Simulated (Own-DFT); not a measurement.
# What random displacements cost in a stack of Si and Ge or SiGe layers, 96 atoms (Ge48Si48)

All numbers below are calculated, not measured. They come from Own-DFT, an in-house plane-wave density functional program, since retired, whose code no person has reviewed. Each row is one single-point run on a periodic cell that was not relaxed, without spin or spin-orbit coupling.

Settings of every run: PBE; PseudoDojo norm-conserving scalar-relativistic files; cutoff 42 hartree; 3 x 3 x 2 k mesh centred on Gamma; Fermi-Dirac smearing of 0.1 eV.

Known limits: forces on such cells moved up to 12 meV/angstrom on a denser k mesh; stress not checked against mesh or cutoff.

Cell vectors in Å: (10.862, 0.000, 0.000); (0.000, 10.862, 0.000); (0.000, 0.000, 16.293). In each run every atom was moved at random and independently from its ideal site; u is the rms move along one axis. The random placing of the alloy's atoms differs from row to row. E is the free energy for each atom above the fitted value at u = 0, and F the rms of the force components.

```
run   u (Å)  E (meV/atom)  F (eV/Å)  largest force (eV/Å)  P (GPa)
  1  0.0297          18.4     0.606                  2.10     9.20
  2  0.0298             ?         ?                     ?        ?
  3  0.0591          70.5     1.143                  6.09     9.90
  4  0.0600          81.2     1.195                  4.59    10.01
  5  0.0605          69.4     1.116                  4.21     9.84
  6  0.0973         199.5     1.835                  7.12    11.48
  7  0.1109         222.1     1.884                  6.88    11.59
```

## Worked fit

For small independent moves the energy grows as E = (3/2) K u², with K the mean stiffness felt by one atom. The runs with u up to 0.11 Å give K = 13.8 ± 0.7 eV/Å², with residuals divided by u² + 0.0006 Å², since the noise grows with the moves. The scatter is 4.1 meV/atom at u = 0.05 Å. The forces follow F = G u with G = 19.4 eV/Å²; no force at u = 0 is resolved. G exceeds K because the moves of its neighbours add to the force on an atom, and stiffness differs between atoms. The pressure follows P = 8.96 + 266 u² GPa: at fixed volume, shortened bonds push harder than stretched ones pull.

## Withheld run

Question: what energy and rms force should run 2 give?

The fit gives 18 ± 2 meV/atom and about 0.58 eV/Å. The calculation gave 15.2 meV/atom and 0.567 eV/Å.
